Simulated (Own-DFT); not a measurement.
# Computed records: Al$_{3}$GaN$_{4}$ (wurtzite random alloy, strained, atoms displaced)

All values are calculated (Own-DFT development build). A calculation, not a measurement: plane-wave PBE density functional theory by an unreviewed code, no spin, of a simulated periodic cell, stress positive in tension, free energy of the whole cell less one offset for each atom, forces on such cells passed a denser k mesh, this cell's mesh not checked; offsets are fitted by least squares, one for each functional and potential file, so energies compare only between cells with the same atoms and settings and are not formation energies; the far tail of each file's local potential was reset to the Coulomb form; each entry is a single point on an unrelaxed cell, so the pressure reflects the starting lattice, mostly measured values, from which strain is counted, and rises with the displacements; printed positions are rounded, which can move forces by about a meV/angstrom; the program is a retired in-house code; no spin-orbit coupling.

Settings shared by all entries: functional PBE; potential files PseudoDojo norm-conserving, scalar-relativistic, standard set; wave cutoff 42 hartree; occupations Fermi-Dirac; smearing width 0.1 eV; k mesh 4 x 4 x 3 centred on Gamma.

(1) 
```cif
# cell vector a (Å): 9.4642 0.0000 0.0000
# cell vector b (Å): -4.7321 8.1962 0.0000
# cell vector c (Å): 0.0000 0.0000 10.0655
data_Al3GaN4
_symmetry_space_group_name_H-M 'P 1'
_symmetry_Int_Tables_number 1
_cell_length_a 9.4642
_cell_length_b 9.4642
_cell_length_c 10.0655
_cell_angle_alpha 90.000
_cell_angle_beta 90.000
_cell_angle_gamma 120.000
_cell_volume 780.79
loop_
_atom_site_label
_atom_site_type_symbol
_atom_site_fract_x
_atom_site_fract_y
_atom_site_fract_z
_atom_site_occupancy
Al1 Al 0.10495 0.21683 0.99932 1
Al2 Al 0.21499 0.11757 0.24453 1
N1 N 0.11033 0.21975 0.18566 1
N2 N 0.20993 0.10851 0.43987 1
Al3 Al 0.12158 0.22867 0.49361 1
Al4 Al 0.22889 0.11167 0.74645 1
N3 N 0.11417 0.22884 0.69219 1
N4 N 0.22753 0.11133 0.94252 1
Al5 Al 0.10903 0.55222 0.00650 1
Ga1 Ga 0.22366 0.44217 0.24590 1
N5 N 0.11668 0.55392 0.19511 1
N6 N 0.22763 0.44260 0.43218 1
Ga2 Ga 0.11382 0.55738 0.49560 1
Al6 Al 0.22524 0.44618 0.74129 1
N7 N 0.11643 0.56153 0.69019 1
N8 N 0.22496 0.43934 0.93632 1
Al7 Al 0.11907 0.89618 0.00418 1
Ga3 Ga 0.21286 0.77481 0.25095 1
N9 N 0.12201 0.89498 0.19273 1
N10 N 0.22900 0.78488 0.42680 1
Al8 Al 0.10641 0.89352 0.50108 1
Al9 Al 0.21587 0.77690 0.76005 1
N11 N 0.11673 0.89018 0.69186 1
N12 N 0.22236 0.77557 0.93186 1
Al10 Al 0.45433 0.23070 0.00004 1
Al11 Al 0.55367 0.11189 0.25821 1
N13 N 0.44252 0.21887 0.18915 1
N14 N 0.55760 0.11084 0.45662 1
Al12 Al 0.45406 0.22557 0.49640 1
Ga4 Ga 0.55708 0.10282 0.75458 1
N15 N 0.44026 0.22070 0.68865 1
N16 N 0.54849 0.10744 0.93825 1
Ga5 Ga 0.43820 0.55051 0.00110 1
Ga6 Ga 0.55998 0.44528 0.24792 1
N17 N 0.43858 0.54874 0.19853 1
N18 N 0.56437 0.43708 0.43962 1
Al13 Al 0.44610 0.55355 0.50756 1
Al14 Al 0.54756 0.44024 0.75079 1
N19 N 0.43376 0.55432 0.69645 1
N20 N 0.56162 0.44770 0.94230 1
Ga7 Ga 0.44588 0.89482 0.00059 1
Al15 Al 0.55933 0.77537 0.24900 1
N21 N 0.44514 0.88779 0.18595 1
N22 N 0.56195 0.78669 0.44354 1
Al16 Al 0.44229 0.88598 0.50399 1
Al17 Al 0.56708 0.78998 0.75800 1
N23 N 0.44132 0.88197 0.68809 1
N24 N 0.55886 0.77792 0.94439 1
Al18 Al 0.77176 0.21791 0.98862 1
Ga8 Ga 0.88548 0.10806 0.25468 1
N25 N 0.77719 0.22451 0.18599 1
N26 N 0.88820 0.11141 0.44221 1
Al19 Al 0.78251 0.22114 0.49699 1
Al20 Al 0.88645 0.09903 0.74990 1
N27 N 0.78486 0.22366 0.69003 1
N28 N 0.87684 0.10412 0.94327 1
Al21 Al 0.77450 0.55167 0.00569 1
Al22 Al 0.88888 0.44540 0.24556 1
N29 N 0.77439 0.55545 0.19137 1
N30 N 0.89562 0.44945 0.43853 1
Al23 Al 0.78110 0.54951 0.50805 1
Ga9 Ga 0.86987 0.43656 0.75684 1
N31 N 0.77901 0.55090 0.69561 1
N32 N 0.88838 0.43769 0.94158 1
Al24 Al 0.76915 0.88184 0.99778 1
Al25 Al 0.88436 0.78466 0.25260 1
N33 N 0.78252 0.89324 0.19302 1
N34 N 0.89847 0.78051 0.44781 1
Al26 Al 0.79617 0.89720 0.49775 1
Al27 Al 0.88979 0.77971 0.75453 1
N35 N 0.77713 0.89522 0.69691 1
N36 N 0.88768 0.78760 0.93611 1
_calc_free_energy_of_cell_above_offsets '-17.420'  # eV
_calc_pressure 3.43  # GPa
_calc_stress_xx -1.9  # GPa
_calc_stress_yy -2.53  # GPa
_calc_stress_zz -5.87  # GPa
_calc_stress_yz 0  # GPa
_calc_stress_xz -0.51  # GPa
_calc_stress_xy 0.4  # GPa
```

Force:
```tsv
element	x (eV/Å)	y (eV/Å)	z (eV/Å)
Al	0.243	0.127	-1.049
Al	2.256	-0.946	0.898
N	-0.782	-0.103	-0.336
N	2.032	0.437	-0.792
Al	-1.565	-0.08	1.538
Al	-1.341	0.049	0.736
N	0.306	-1.606	-0.749
N	-0.309	0.564	-0.327
Al	0.858	0.081	-1.417
Ga	-0.519	-0.622	0.377
N	-2.219	-0.437	-1.662
N	0.514	0.207	2.05
Ga	0.637	0.734	0.799
Al	-2.295	-0.374	1.649
N	-0.374	-0.369	0.37
N	-2.01	-0.399	0.3
Al	-0.342	-0.697	-0.774
Ga	1.987	0.347	-1.668
N	-3.227	0.24	-0.983
N	-0.468	0.451	4.39
Al	2.71	0.001	0.25
Al	1.114	-0.479	-3.602
N	-1.194	-0.047	-0.239
N	-1.031	-0.459	3.85
Al	-1.069	-1.169	0.118
Al	0.382	-0.594	-0.64
N	-0.033	-0.274	0.306
N	0.313	-0.131	-2.21
Al	-1.451	-1.11	0.987
Ga	-0.643	0.484	-2.298
N	0.738	0.85	-0.234
N	0.464	2.002	0.935
Ga	0.406	0.398	0.254
Ga	-0.969	-0.989	0.667
N	1.624	2.084	-1.211
N	-0.969	1.535	1.3
Al	0.158	0.75	-1.176
Al	0.184	0.312	-0.03
N	3.155	1.315	-0.841
N	0.232	-0.516	-0.563
Ga	-0.062	-1.48	0.079
Al	-1.287	0.313	0.693
N	0.747	0.46	1.859
N	1.047	-1.107	-0.243
Al	0.137	-0.03	-0.592
Al	-1.732	-1.769	-1.017
N	-0.047	-0.363	1.174
N	-0.521	-0.196	-0.591
Al	0.313	-0.211	1.726
Ga	-0.366	1.381	-1.07
N	-0.836	0.004	0.27
N	1.088	0.587	0.78
Al	-0.512	0.753	0.997
Al	0.138	3.631	0.676
N	0.147	-1.403	-0.342
N	1.029	0.088	-0.61
Al	0.634	1.165	-1.101
Al	0.311	-0.287	0.605
N	1.804	1.698	-0.323
N	-1.209	-1.366	-0.623
Al	0.06	0.561	-0.788
Ga	3.558	0.224	-0.798
N	-3.127	1.817	-0.836
N	-0.721	0.959	1.966
Al	0.98	1.372	0.904
Al	2.111	-0.783	0.074
N	-0.598	-1.799	-0.882
N	-1.665	-1.279	-0.998
Al	-2.226	-1.055	0.965
Al	0.392	-0.023	-0.95
N	1.549	-2.104	-1.67
N	1.36	-1.327	1.698
```

(2) 
```cif
# cell vector a (Å): 9.4642 0.0000 0.0000
# cell vector b (Å): -4.7321 8.1962 0.0000
# cell vector c (Å): 0.0000 0.0000 10.0655
data_Al3GaN4
_symmetry_space_group_name_H-M 'P 1'
_symmetry_Int_Tables_number 1
_cell_length_a 9.4642
_cell_length_b 9.4642
_cell_length_c 10.0655
_cell_angle_alpha 90.000
_cell_angle_beta 90.000
_cell_angle_gamma 120.000
_cell_volume 780.79
loop_
_atom_site_label
_atom_site_type_symbol
_atom_site_fract_x
_atom_site_fract_y
_atom_site_fract_z
_atom_site_occupancy
Al1 Al 0.11126 0.22197 0.99589 1
Al2 Al 0.22099 0.10316 0.26024 1
N1 N 0.10952 0.22055 0.19821 1
N2 N 0.22255 0.12487 0.44330 1
Al3 Al 0.11227 0.22582 0.49683 1
Al4 Al 0.21544 0.09863 0.74949 1
N3 N 0.10332 0.21708 0.69194 1
N4 N 0.21369 0.09814 0.94170 1
Al5 Al 0.11237 0.56383 0.99861 1
Al6 Al 0.22641 0.44077 0.24302 1
N5 N 0.11184 0.55507 0.18848 1
N6 N 0.20791 0.44123 0.44344 1
Al7 Al 0.11647 0.56037 0.50003 1
Ga1 Ga 0.21685 0.44046 0.75772 1
N7 N 0.12102 0.55998 0.70151 1
N8 N 0.22334 0.45154 0.93459 1
Al8 Al 0.11681 0.89357 0.00193 1
Ga2 Ga 0.22799 0.77613 0.25260 1
N9 N 0.11407 0.89517 0.19168 1
N10 N 0.21968 0.77420 0.44248 1
Al9 Al 0.11020 0.89252 0.50615 1
Al10 Al 0.22151 0.77614 0.75495 1
N11 N 0.10195 0.89493 0.69037 1
N12 N 0.21710 0.77130 0.94011 1
Ga3 Ga 0.45528 0.22391 0.99752 1
Ga4 Ga 0.55054 0.11254 0.25592 1
N13 N 0.45117 0.22327 0.18718 1
N14 N 0.55385 0.11341 0.43565 1
Al11 Al 0.45311 0.21484 0.49543 1
Al12 Al 0.54527 0.10622 0.75538 1
N15 N 0.43754 0.21632 0.69892 1
N16 N 0.55343 0.11272 0.94531 1
Al13 Al 0.45135 0.55618 0.00489 1
Al14 Al 0.55812 0.45299 0.25571 1
N17 N 0.43688 0.53888 0.19230 1
N18 N 0.54331 0.43883 0.44543 1
Al15 Al 0.44731 0.55766 0.51151 1
Ga5 Ga 0.56020 0.45287 0.74727 1
N19 N 0.44156 0.55446 0.69049 1
N20 N 0.54762 0.43885 0.93744 1
Al16 Al 0.44698 0.89278 0.99860 1
Al17 Al 0.56563 0.78501 0.24567 1
N21 N 0.44329 0.89689 0.18329 1
N22 N 0.55136 0.76567 0.44046 1
Ga6 Ga 0.44153 0.88664 0.50302 1
Al18 Al 0.55680 0.77598 0.75314 1
N23 N 0.44928 0.89449 0.68698 1
N24 N 0.55613 0.77742 0.93727 1
Ga7 Ga 0.78052 0.21045 0.01445 1
Al19 Al 0.89106 0.11200 0.24752 1
N25 N 0.77773 0.22384 0.19646 1
N26 N 0.88704 0.10783 0.43258 1
Al20 Al 0.77681 0.21383 0.49410 1
Al21 Al 0.88566 0.11422 0.74453 1
N27 N 0.78321 0.22158 0.69349 1
N28 N 0.88725 0.11344 0.93986 1
Al22 Al 0.76239 0.54420 0.99497 1
Al23 Al 0.89311 0.44663 0.24595 1
N29 N 0.77486 0.55209 0.20178 1
N30 N 0.88539 0.44515 0.43366 1
Ga8 Ga 0.77568 0.55073 0.49562 1
Al24 Al 0.89161 0.44518 0.75237 1
N31 N 0.77335 0.54741 0.69666 1
N32 N 0.88405 0.43580 0.93304 1
Al25 Al 0.76876 0.88892 0.99689 1
Ga9 Ga 0.89425 0.78911 0.25162 1
N33 N 0.77970 0.88288 0.19407 1
N34 N 0.89251 0.77337 0.44129 1
Al26 Al 0.77955 0.88628 0.49691 1
Al27 Al 0.88610 0.77707 0.75348 1
N35 N 0.77563 0.88975 0.69287 1
N36 N 0.88978 0.77860 0.94385 1
_calc_free_energy_of_cell_above_offsets '-17.073'  # eV
_calc_pressure 3.6  # GPa
_calc_stress_xx -2.52  # GPa
_calc_stress_yy -2  # GPa
_calc_stress_zz -6.28  # GPa
_calc_stress_yz 0.23  # GPa
_calc_stress_xz 0.76  # GPa
_calc_stress_xy 1.28  # GPa
```

Force:
```tsv
element	x (eV/Å)	y (eV/Å)	z (eV/Å)
Al	0.363	-0.045	0.534
Al	-0.037	1.928	-1.593
N	0.577	-0.365	-1.543
N	2.057	-2.2	0.245
Al	-1.099	0.231	0.97
Al	-0.724	2.681	0.753
N	0.825	-0.449	-0.51
N	-0.207	2.12	-0.767
Al	-0.252	-2.177	-0.029
Al	-1.843	-0.221	1.744
N	0.492	-0.607	-0.522
N	1.909	0.788	-0.784
Al	-1.132	-1.252	0.776
Ga	0.947	-0.68	-2.428
N	-2.445	0.573	-2.162
N	0.741	-0.543	4.433
Al	-0.708	-1.646	0.435
Ga	-1.107	-0.015	-0.477
N	0.868	-0.29	-0.271
N	-0.913	1.008	0.756
Al	0.095	0.03	-0.953
Al	-0.183	0.583	-0.787
N	1.577	-2.434	-0.047
N	0.421	2.252	0.16
Ga	-2.774	-0.42	0.827
Ga	0.774	0.246	-2.171
N	-2.162	0.907	1.543
N	1.718	-0.897	2.158
Al	-3.346	1.767	2
Al	1.406	1.346	-0.289
N	0.471	-0.361	-1.515
N	2.148	-2.04	-1.495
Al	-1.35	-0.668	-0.792
Al	0.782	-1.866	0.205
N	0.321	2.873	-0.91
N	0.529	-0.102	-0.282
Al	-1.159	-1.396	-1.92
Ga	-0.989	-2.078	0.07
N	-0.099	1.294	0.818
N	-0.119	1.628	0.741
Al	-0.704	-0.545	-0.355
Al	-1.607	-1.391	0.937
N	2.197	-1.394	0.463
N	0.46	1.47	-0.809
Ga	0.741	-0.196	-0.975
Al	-0.44	0.185	-1.252
N	-0.437	-0.984	2.479
N	-0.696	-0.201	1.176
Ga	-1.697	1.78	-2.072
Al	-0.115	-0.051	0.157
N	0.995	-0.207	1.184
N	0.138	-0.582	1.061
Al	-0.065	1.412	0.853
Al	0.843	-0.741	0.918
N	-2.098	0.277	-1.471
N	1.657	-1.494	-0.316
Al	2.001	1.156	0.956
Al	-0.514	0.137	0.495
N	-0.036	0.232	-1.981
N	1.83	-1.031	0.852
Ga	-0.478	-0.189	0.688
Al	0.221	-0.693	-0.83
N	1.734	2.021	-0.755
N	-0.275	1.138	2.281
Al	2.364	0.28	0.159
Ga	1.735	-2.293	-0.014
N	-2.513	2.069	-1.806
N	-0.642	1.658	0.998
Al	-0.248	-0.096	0.512
Al	-0.286	-0.214	0.059
N	0.2	-0.45	-0.525
N	-0.637	-0.566	0.011
```
